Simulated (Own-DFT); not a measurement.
# Computed records: Si3N4 (beta silicon nitride, atoms displaced)

All values are calculated (Own-DFT development build). A calculation, not a measurement: plane-wave PBE density functional theory by an unreviewed code, no spin, of a simulated periodic cell, stress positive in tension, free energy of the whole cell less one offset for each atom, forces on such cells moved up to 12 meV/angstrom on a denser k mesh; offsets are fitted by least squares, one for each functional and potential file, so energies compare only between cells with the same atoms and settings and are not formation energies; the far tail of each file's local potential was reset to the Coulomb form; each entry is a single point on an unrelaxed cell, so the pressure reflects the starting lattice, mostly measured values (interpolated for alloys), from which strain is counted, and rises with the displacements; printed positions are rounded, which can move forces by about a meV/angstrom; the program, named Own-DFT, is a retired in-house code; no spin-orbit coupling; before rounding, a Quantum ESPRESSO 7.3.1 run of the same cell and cutoff gave forces within 1 meV/angstrom rms on each cell, which checks the program and not the settings.

Si3N4 (beta silicon nitride, atoms displaced)

```
cell vectors (Å)
  15.2120     0.0000     0.0000
  -7.6060    13.1740     0.0000
   0.0000     0.0000     5.8180
atoms (fractions of the cell vectors)
Si  0.08467  0.38543  0.13149
Si  0.11405  0.20339  0.13517
Si  0.30141  0.41208  0.11906
Si  0.41178  0.10766  0.35579
Si  0.37546  0.28961  0.37652
Si  0.19787  0.08604  0.37503
N   0.16386  0.00578  0.13389
N   0.48550  0.14671  0.12491
N   0.34565  0.34197  0.13372
N   0.33778  0.48617  0.36937
N   0.01685  0.34891  0.36879
N   0.15215  0.17255  0.37382
N   0.17285  0.33424  0.10445
N   0.32732  0.16292  0.37504
Si  0.08619  0.39048  0.63522
Si  0.11872  0.20087  0.63066
Si  0.29824  0.41669  0.61542
Si  0.40669  0.11993  0.86798
Si  0.38471  0.29912  0.86875
Si  0.19461  0.08386  0.87008
N   0.16215  0.01700  0.61404
N   0.48103  0.15241  0.62910
N   0.34865  0.32635  0.62542
N   0.33383  0.47836  0.86846
N   0.00975  0.34113  0.87107
N   0.15480  0.16599  0.87692
N   0.16205  0.32938  0.61401
N   0.34016  0.16897  0.89012
Si  0.07927  0.88023  0.12229
Si  0.11556  0.70033  0.12704
Si  0.30190  0.91254  0.11317
Si  0.40903  0.61106  0.37757
Si  0.38157  0.79820  0.36023
Si  0.20815  0.59050  0.37891
N   0.16569  0.51959  0.11559
N   0.48208  0.64665  0.13467
N   0.34612  0.83432  0.12491
N   0.33119  0.98037  0.37106
N   0.02153  0.84746  0.37924
N   0.15203  0.67305  0.35638
N   0.16548  0.83332  0.13939
N   0.34531  0.67405  0.38163
Si  0.08340  0.88848  0.62185
Si  0.11212  0.70087  0.62013
Si  0.30014  0.91070  0.62191
Si  0.40998  0.61087  0.87585
Si  0.38561  0.79577  0.87133
Si  0.20110  0.58908  0.87582
N   0.17180  0.52204  0.64165
N   0.48381  0.65001  0.64235
N   0.35022  0.83756  0.63420
N   0.32962  0.98105  0.85983
N   0.01575  0.85276  0.87979
N   0.15147  0.66425  0.86305
N   0.16247  0.82544  0.62729
N   0.33733  0.67051  0.86511
Si  0.58793  0.38152  0.12118
Si  0.61130  0.19842  0.12040
Si  0.79690  0.41401  0.13695
Si  0.91310  0.11654  0.36016
Si  0.88007  0.29138  0.38004
Si  0.70360  0.08915  0.38472
N   0.66747  0.01793  0.11708
N   0.98662  0.15165  0.13243
N   0.84853  0.33036  0.13993
N   0.83524  0.48986  0.36705
N   0.51257  0.34132  0.37814
N   0.65158  0.16445  0.37312
N   0.66336  0.33162  0.12587
N   0.83437  0.16281  0.38668
Si  0.58733  0.38538  0.61461
Si  0.61630  0.20408  0.62372
Si  0.80308  0.40859  0.61098
Si  0.91686  0.11842  0.88271
Si  0.88183  0.29353  0.86770
Si  0.70132  0.08715  0.87202
N   0.66667  0.01635  0.61877
N   0.98184  0.14436  0.62506
N   0.85165  0.33102  0.62769
N   0.83097  0.48002  0.87829
N   0.51234  0.35191  0.86272
N   0.65171  0.17016  0.87556
N   0.67695  0.33791  0.62200
N   0.82880  0.16525  0.87482
Si  0.59022  0.88974  0.11267
Si  0.61264  0.69974  0.12764
Si  0.79557  0.91724  0.11915
Si  0.91160  0.61838  0.37317
Si  0.88444  0.80370  0.38353
Si  0.69756  0.58871  0.38202
N   0.66634  0.51667  0.12628
N   0.98547  0.64944  0.11989
N   0.84050  0.83163  0.11171
N   0.82562  0.97624  0.37259
N   0.51707  0.84633  0.37709
N   0.64602  0.66136  0.37008
N   0.66332  0.83562  0.12748
N   0.83905  0.66479  0.37207
Si  0.58639  0.88648  0.62386
Si  0.61294  0.70248  0.63144
Si  0.79817  0.91233  0.62893
Si  0.91123  0.61819  0.86485
Si  0.87872  0.79509  0.87527
Si  0.69888  0.58534  0.87525
N   0.65710  0.50696  0.62181
N   0.98980  0.65386  0.62367
N   0.85141  0.83070  0.62681
N   0.83038  0.98272  0.86043
N   0.51510  0.84893  0.88876
N   0.65000  0.66682  0.87769
N   0.66588  0.83714  0.62204
N   0.83274  0.66737  0.87508
```

* functional: PBE
* potential files: PseudoDojo norm-conserving, scalar-relativistic, standard set
* wave cutoff: 42 hartree
* occupations: Fermi-Dirac
* smearing width: 0.1 eV
* k mesh: 2 x 2 x 4 centred on Gamma
* free energy of cell above offsets: -7.792 eV
* pressure: 8.33 GPa
* stress xx: -7.86 GPa
* stress yy: -7.7 GPa
* stress zz: -9.42 GPa
* stress yz: 0.79 GPa
* stress xz: -0.41 GPa
* stress xy: 2.92 GPa

Force:
```
element  x (eV/Å)  y (eV/Å)  z (eV/Å)
     Si     2.746     0.182    -2.691
     Si     1.649     2.321    -2.151
     Si    -5.862     3.122     -0.06
     Si    -2.014      1.57     3.754
     Si      2.03     1.199    -1.277
     Si     0.975     0.389    -2.343
      N    -1.269     3.896    -1.579
      N    -1.239    -0.733    -1.893
      N     8.604    -5.995    -0.529
      N    -0.712     -1.27     0.206
      N     -1.64    -0.099     2.776
      N     1.649    -2.117      0.71
      N    -3.475     0.013     0.902
      N      1.23     -1.04    -0.474
     Si     2.018    -1.776    -1.719
     Si    -2.616     1.181    -0.382
     Si    -0.157    -3.877     0.377
     Si      6.56    -4.035    -0.003
     Si     0.152    -0.699     2.683
     Si     4.209    -1.205     2.161
      N     -0.47    -0.319     2.192
      N     1.757     0.042    -2.108
      N    -3.648     2.442    -0.851
      N     0.015     2.533     0.061
      N     0.834     1.482     1.235
      N    -2.427     0.778     1.157
      N     0.399      2.29     0.356
      N    -8.378     1.515     0.118
     Si     4.701    -0.523     1.095
     Si    -2.606     2.954    -4.754
     Si    -5.095     0.035     0.453
     Si     2.207     2.915     0.971
     Si     2.182     1.236     3.367
     Si    -0.833     1.471    -0.857
      N     0.281    -1.749     2.831
      N     0.297    -0.466    -1.288
      N     2.511    -1.332    -1.697
      N     0.852     0.509    -0.622
      N    -5.238    -1.147    -0.916
      N     4.513     -3.55     5.321
      N     0.515     -0.28    -1.319
      N      -3.8     -2.47    -0.448
     Si     4.171    -1.994     2.005
     Si     2.509     1.109     -0.21
     Si    -4.047    -0.909    -0.729
     Si    -0.344     0.768     1.563
     Si    -0.659     1.048     0.446
     Si     1.722     2.943     1.187
      N    -0.299    -2.973    -4.128
      N     0.429    -0.597    -2.537
      N     2.904     -1.78    -2.011
      N     0.356       2.8     1.943
      N    -2.896    -0.895    -2.156
      N    -1.389     0.594     1.086
      N    -0.571     4.471     0.203
      N    -0.598    -2.767     0.804
     Si    -2.295     0.688     0.178
     Si     1.129     1.959     1.014
     Si     -0.06    -1.347    -2.684
     Si    -0.225    -2.603      4.76
     Si     1.834     0.395    -0.864
     Si     0.506    -0.838    -2.679
      N    -0.153     0.529     1.481
      N     0.067    -0.325    -2.062
      N    -0.876     0.759    -2.059
      N     0.804    -1.634     2.216
      N     -1.09     0.219    -2.058
      N    -1.118     0.497     0.231
      N     1.897    -0.716     0.053
      N    -0.979     0.677    -0.534
     Si     0.965    -3.954     0.771
     Si    -1.383     0.652    -0.188
     Si     -1.98     3.203     2.097
     Si    -2.187    -0.987    -2.641
     Si    -0.521    -0.121     3.502
     Si    -0.644     0.432    -0.188
      N    -0.573    -0.408     1.774
      N     1.362     0.449    -0.228
      N     -0.11      0.38    -1.278
      N     0.858     1.351    -1.467
      N     1.815     0.622     1.633
      N       1.1    -1.324    -0.878
      N      -2.9      -2.1    -0.372
      N     2.346    -0.193     0.299
     Si      0.02    -1.051     3.764
     Si    -1.233     2.223    -0.479
     Si    -1.087    -2.798    -0.706
     Si     4.682    -0.344    -0.603
     Si      2.97    -2.942    -4.107
     Si     3.936    -1.731    -1.009
      N    -0.535    -0.833      0.33
      N    -0.823    -0.295    -0.202
      N     1.049     0.437     2.536
      N     1.345     3.799     0.065
      N    -1.744     0.827    -1.311
      N    -1.318     1.435     2.075
      N      1.91      -1.4    -0.506
      N    -7.074      3.01     0.539
     Si    -0.139    -0.891     0.188
     Si    -0.301     1.313    -0.792
     Si    -1.161     -1.78    -2.113
     Si     1.755    -1.696     1.469
     Si     2.435    -0.238     1.048
     Si     1.036    -0.437    -0.177
      N     0.173     5.948     0.445
      N    -3.795    -2.496    -0.496
      N    -3.126     2.168     0.517
      N     0.803     2.895     3.189
      N    -0.806     0.386    -3.353
      N      0.36    -0.398    -0.442
      N     1.599    -1.828     0.491
      N    -1.217    -0.755    -0.427
```
